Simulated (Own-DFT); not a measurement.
# Reading a pressure off an energy slope: monoclinic HfO2, 94 atoms (Hf32O62), with two O vacancies

These are calculations. Each geometry was run twice at fixed positions with Own-DFT, a retired in-house plane-wave program that no person has reviewed: with PBE, and with HSE06 (exact exchange share 0.25 at short range, screening 0.11 per bohr, Gygi-Baldereschi treatment of its divergence). Both used PseudoDojo norm-conserving files made for PBE, a cutoff of 48 hartree, the Gamma point alone, fixed occupations, a neutral cell and no spin. With Gamma alone and a thickness of 10.1 Å, finite-size errors remain in every number. The hafnium file keeps the 4f electrons in the core, and its forces lie about 75 meV/Å off all-electron values. The oxygen file's force components were 24 meV/Å off all-electron values in a glass.

Unstrained cell vectors in Å: (10.234, 0.000, 0.000); (0.000, 10.350, 0.000); (-1.695, 0.000, 10.445), volume V0 = 1106.4 Å³, from measured lattice constants. Each geometry has its own random strain of a few per cent, its own defect sites and random moves of rms u per axis. HSE06 gave the energy alone. D is its energy less that of PBE, over the lowest D shown. The PBE stress wasn't checked against mesh or cutoff.

```
run,V - V0 (Å³),u (Å),P with PBE (GPa),D (eV)
1,4.0,0.0309,3.50,1.014
2,10.9,0.0484,3.68,1.320
3,5.7,0.0525,3.01,1.386
4,-33.2,0.0286,12.19,0.000
5,-6.1,0.0295,5.30,0.730
6,-11.1,0.0514,8.00,0.898
7,-18.3,0.0509,9.73,0.660
8,14.6,0.0491,2.79,1.367
9,-27.9,0.0289,10.24,0.144
10,-29.7,0.0301,11.89,0.153
11,-14.0,0.0310,6.58,0.578
12,-13.0,0.0517,8.71,0.745
13,-5.8,0.0308,4.77,?
```

## Fit

D = 0.75 + 0.0250 (V - V0) + 141 u² eV, with an error of 0.0013 on the volume slope, 23 on the last term and a scatter of 0.06 eV. Pressure is -dE/dV, and 1 eV/Å³ is 160.2 GPa, so HSE06 changes the pressure by -4.0 ± 0.2 GPa. With the ions held to the strained lattice, the PBE pressure falls by 253 ± 18 GPa per unit of volume strain; the shape of the strain isn't fitted, so the true error is larger, and a relaxed crystal would be softer. On that slope HSE06's volume at a given pressure is about 1.6 % smaller, or 0.5 % in lengths. At u = 0 and V0 the PBE pressure is 3.6 GPa, which puts the zero-pressure volume, against the measured cell and with the defects in, at +1.4 % for PBE and -0.2 % for HSE06, each good to a few tenths of a per cent.

## Check

Q: what D should run 13 give?

The fit gives 0.74 eV, with rows scattering by 0.06. DFT gave 0.778 eV.
